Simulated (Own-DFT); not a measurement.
## Calculated data, InGa$_{3}$As$_{4}$ (zincblende random alloy, strained, atoms displaced)

All values are calculated (Own-DFT development build). A calculation, not a measurement: plane-wave density functional theory by an unreviewed code, no spin, of a simulated periodic cell, stress positive in tension, run twice, with PBE and with PBEsol, both on files made for PBE, so the change isn't that of files made for PBEsol, forces on such cells passed a denser k mesh, this cell's mesh not checked; the far tail of each file's local potential was reset to the Coulomb form; each entry is a single point on an unrelaxed cell, so the pressure reflects the starting lattice, mostly measured values (interpolated for alloys), from which strain is counted, and rises with the displacements; printed positions are rounded, which can move forces by about a meV/angstrom; the program, named Own-DFT, is a retired in-house code; no spin-orbit coupling; stress was not checked against mesh or cutoff.

InGa$_{3}$As$_{4}$ (zincblende random alloy, strained, atoms displaced)

```
CELL_PARAMETERS angstrom
11.40760 -0.09770 0.19630
-0.09770 11.68240 0.14360
0.19630 0.14360 11.37480
ATOMIC_POSITIONS crystal
Ga 0.00031 0.00715 0.99321
In 0.99529 0.24372 0.24471
Ga 0.24811 0.00142 0.25423
Ga 0.24875 0.24957 0.99988
As 0.12583 0.13208 0.12466
As 0.11969 0.36910 0.37337
As 0.36786 0.12160 0.37270
As 0.38003 0.38031 0.12157
Ga 0.99945 0.00047 0.49803
In 0.99879 0.25276 0.74864
Ga 0.25540 0.99753 0.74907
In 0.24355 0.25203 0.50587
As 0.13070 0.12021 0.62944
As 0.13015 0.37372 0.87349
As 0.37400 0.12973 0.86761
As 0.37153 0.38327 0.62069
Ga 0.99120 0.50541 0.00097
Ga 0.00290 0.75006 0.23348
In 0.24929 0.50809 0.24898
Ga 0.25736 0.74588 0.99637
As 0.12081 0.62641 0.12662
As 0.12940 0.87362 0.36808
As 0.36315 0.62151 0.37355
As 0.38209 0.87372 0.12446
In 0.99428 0.49777 0.50074
Ga 0.99719 0.75023 0.75597
Ga 0.24671 0.49963 0.74563
Ga 0.25255 0.74826 0.49291
As 0.12939 0.62262 0.63169
As 0.12730 0.87376 0.87561
As 0.36949 0.62399 0.87498
As 0.36956 0.87220 0.62489
Ga 0.50419 0.99512 0.00085
Ga 0.50133 0.24413 0.24821
Ga 0.74729 0.99323 0.25208
Ga 0.75337 0.25059 0.99926
As 0.62374 0.12086 0.12980
As 0.63176 0.38154 0.37588
As 0.87979 0.12619 0.37988
As 0.86507 0.37945 0.12107
In 0.50283 0.00119 0.50367
Ga 0.50670 0.25489 0.75417
Ga 0.76006 0.00257 0.74867
Ga 0.74869 0.24961 0.49733
As 0.62634 0.12118 0.62890
As 0.62646 0.38457 0.87781
As 0.87513 0.12856 0.86858
As 0.86774 0.37097 0.61996
In 0.50190 0.49095 0.00273
Ga 0.49805 0.74607 0.24880
Ga 0.76248 0.49800 0.24833
Ga 0.75169 0.75280 0.00347
As 0.61842 0.63136 0.12653
As 0.63241 0.88074 0.38122
As 0.87734 0.61560 0.37113
As 0.87863 0.87570 0.12273
In 0.50406 0.50424 0.49578
Ga 0.50069 0.74875 0.75022
Ga 0.74779 0.50484 0.75069
Ga 0.74919 0.74937 0.49299
As 0.62471 0.63031 0.62956
As 0.62267 0.86990 0.87725
As 0.87456 0.62157 0.87179
As 0.87519 0.87862 0.62260
```

```
functional                                        : PBE, then PBEsol
potential files                                   : PseudoDojo norm-conserving, scalar-relativistic, standard set
wave cutoff                                       : 42 hartree
occupations                                       : Fermi-Dirac
smearing width                                    : 0.1 eV
k mesh                                            : 3 x 3 x 3 centred on Gamma
PBE pressure                                      : 5.48 GPa
PBE stress xx                                     : -5.89 GPa
PBE stress yy                                     : -4.5 GPa
PBE stress zz                                     : -6.05 GPa
PBE stress yz                                     : 1.66 GPa
PBE stress xz                                     : 3.07 GPa
PBE stress xy                                     : -1.33 GPa
PBEsol pressure                                   : 2.43 GPa
PBEsol stress xx                                  : -2.84 GPa
PBEsol stress yy                                  : -1.43 GPa
PBEsol stress zz                                  : -3.01 GPa
PBEsol stress yz                                  : 1.61 GPa
PBEsol stress xz                                  : 2.95 GPa
PBEsol stress xy                                  : -1.3 GPa
rms change of force components from PBE to PBEsol : 0.04 eV/Å
```

Force:
```csv
force element,PBE force x (eV/Å),PBE force y (eV/Å),PBE force z (eV/Å),PBEsol force x (eV/Å),PBEsol force y (eV/Å),PBEsol force z (eV/Å)
Ga,0.433,-0.13,0.167,0.411,-0.14,0.165
In,-0.072,1.952,-0.399,-0.059,1.882,-0.364
Ga,0.552,0.136,-1.244,0.53,0.122,-1.178
Ga,0.809,0.554,-0.368,0.764,0.529,-0.361
As,0.864,-2.239,-1.05,0.828,-2.139,-1.017
As,-0.042,0.351,-0.308,-0.036,0.353,-0.288
As,0.554,0.38,-0.439,0.546,0.373,-0.423
As,-2.379,-3.621,2.266,-2.297,-3.482,2.186
Ga,0.944,0.021,0.044,0.896,0.019,0.053
In,1.131,0.899,-0.96,1.089,0.851,-0.922
Ga,-0.222,0.15,0.146,-0.23,0.141,0.135
In,1.039,0.513,-0.976,0.994,0.486,-0.944
As,-1.277,-2.096,0.499,-1.228,-1.992,0.472
As,-0.311,0.832,1.189,-0.297,0.801,1.124
As,0.227,-0.67,0.968,0.224,-0.635,0.928
As,0.32,-0.977,1.891,0.299,-0.93,1.814
Ga,1.067,-0.334,-0.355,1.013,-0.327,-0.338
Ga,-0.395,0.429,1.457,-0.378,0.397,1.401
In,-0.731,-1.759,-0.763,-0.713,-1.704,-0.728
Ga,-0.522,0.751,0.489,-0.511,0.709,0.469
As,-0.315,0.176,-1.877,-0.297,0.185,-1.804
As,-1.192,-0.585,0.616,-1.13,-0.544,0.586
As,1.876,2.028,0.846,1.826,1.97,0.81
As,-1.136,-0.099,0.391,-1.077,-0.096,0.369
In,1.677,0.54,0.248,1.609,0.498,0.228
Ga,0.631,0.486,-0.761,0.609,0.454,-0.725
Ga,0.659,0.193,0.483,0.627,0.179,0.464
Ga,-0.532,0.39,0.718,-0.515,0.36,0.696
As,-0.599,1.037,-0.393,-0.573,0.99,-0.389
As,-0.163,0.024,0.304,-0.152,0.036,0.281
As,0.219,-0.348,-0.793,0.221,-0.321,-0.765
As,-0.214,-1.2,0.553,-0.187,-1.135,0.528
Ga,-0.103,0.857,-0.558,-0.101,0.797,-0.523
Ga,-0.203,0.815,0.345,-0.206,0.768,0.329
Ga,1.114,0.966,-0.457,1.059,0.919,-0.428
Ga,-0.659,-0.146,-0.171,-0.639,-0.136,-0.156
As,0.473,-0.045,-0.59,0.458,-0.035,-0.569
As,0.293,-1.793,-1.196,0.298,-1.717,-1.148
As,-2.021,-1.674,0.842,-1.94,-1.602,0.806
As,0.504,-0.549,-0.584,0.502,-0.519,-0.558
In,-0.624,0.457,-0.385,-0.604,0.426,-0.367
Ga,-0.124,0.428,-0.664,-0.136,0.393,-0.632
Ga,-0.927,-0.425,0.203,-0.902,-0.412,0.188
Ga,-0.195,-0.151,0.076,-0.18,-0.145,0.088
As,0.779,1.324,0.888,0.761,1.288,0.838
As,1.507,-2.406,-1.438,1.454,-2.312,-1.392
As,-1.348,-1.42,1.95,-1.285,-1.362,1.876
As,-1.779,-0.2,1.152,-1.692,-0.185,1.104
In,0.724,3.491,-1.116,0.697,3.378,-1.079
Ga,0.02,0.755,0.712,0.004,0.713,0.662
Ga,-1.464,0.917,-0.065,-1.415,0.865,-0.044
Ga,-0.042,-0.157,-0.322,-0.062,-0.158,-0.306
As,1.476,-0.525,0.558,1.425,-0.499,0.527
As,-0.587,-2.048,-0.857,-0.553,-1.962,-0.826
As,-0.705,2.331,-0.933,-0.678,2.236,-0.907
As,-0.378,0.388,-0.147,-0.361,0.369,-0.147
In,0.117,0.882,0.058,0.095,0.836,0.067
Ga,-0.529,0.404,0.177,-0.515,0.376,0.177
Ga,0.412,-0.186,-0.658,0.385,-0.189,-0.621
Ga,0.62,-0.107,0.319,0.577,-0.098,0.32
As,0.616,0.242,0.061,0.593,0.234,0.046
As,0.681,0.445,-0.468,0.662,0.439,-0.444
As,-0.612,0.363,0.554,-0.579,0.36,0.537
As,0.062,-1.017,0.124,0.069,-0.955,0.12
```
